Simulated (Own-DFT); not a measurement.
# What a defect does to the pressure of its cell: C11b WSi2

Everything here is calculated. The program is Own-DFT (plane waves, in-house, since retired, never reviewed by a person); positions were held fixed, and spin and spin-orbit coupling were off.

Settings: PBE; PseudoDojo norm-conserving scalar-relativistic files; cutoff 50 hartree; 5 x 5 x 5 k mesh centred on Gamma; cold (Marzari-Vanderbilt) smearing of 0.2 eV.

Limits: forces on such cells failed a check on a denser k mesh; stress not checked against mesh or cutoff.

All runs share one cell, with vectors in Å (-2.148, -5.953, 3.409); (-6.444, 2.976, 1.136); (-2.553, -2.948, -6.757) and a volume of 403.2 Å³. u is the rms random offset of the atoms per axis. The defect's site can differ from row to row.

```
cell,formula,u (Å),P (GPa)
no defect,Si20W10,0.0198,4.49
no defect,Si20W10,0.0212,4.67
no defect,Si20W10,0.0574,6.99
one W on a Si site,Si19W11,0.0277,9.53
one W on a Si site,Si19W11,0.0310,9.81
one W on a Si site,Si19W11,0.0440,10.83
one W on a Si site,Si19W11,0.0512,?
one Si on a W site,Si21W9,0.0289,6.08
one Si on a W site,Si21W9,0.0413,6.62
one Si on a W site,Si21W9,0.0509,7.91
one Si vacancy,Si19W10,0.0286,2.91
one Si vacancy,Si19W10,0.0379,3.29
one Si vacancy,Si19W10,0.0505,3.95
```

## Analysis

P = P0 + c u² + a shift for each defect gives P0 = 4.21 GPa, c = 854 ± 68 GPa/Å² and a scatter of 0.21 GPa. The shifts, and each times the cell's volume:

- one W on a Si site: 4.81 ± 0.17 GPa, 12.1 eV
- one Si on a W site: 1.20 ± 0.17 GPa, 3.0 eV
- one Si vacancy: -2.19 ± 0.17 GPa, -5.5 eV

Positive is outwards. The product with the volume (160.2 GPa Å³ to the eV) is nearly free of the cell's size; divided by the bulk modulus at the cell's pressure it gives the volume that the defect adds. The atoms around the defects weren't relaxed, which would change these numbers.

## The run left out

Asked: what pressure belongs in the blank (one W on a Si site, u = 0.0512 Å)?

The fitted form gives 11.25 ± 0.26 GPa. DFT gave 11.19 GPa.
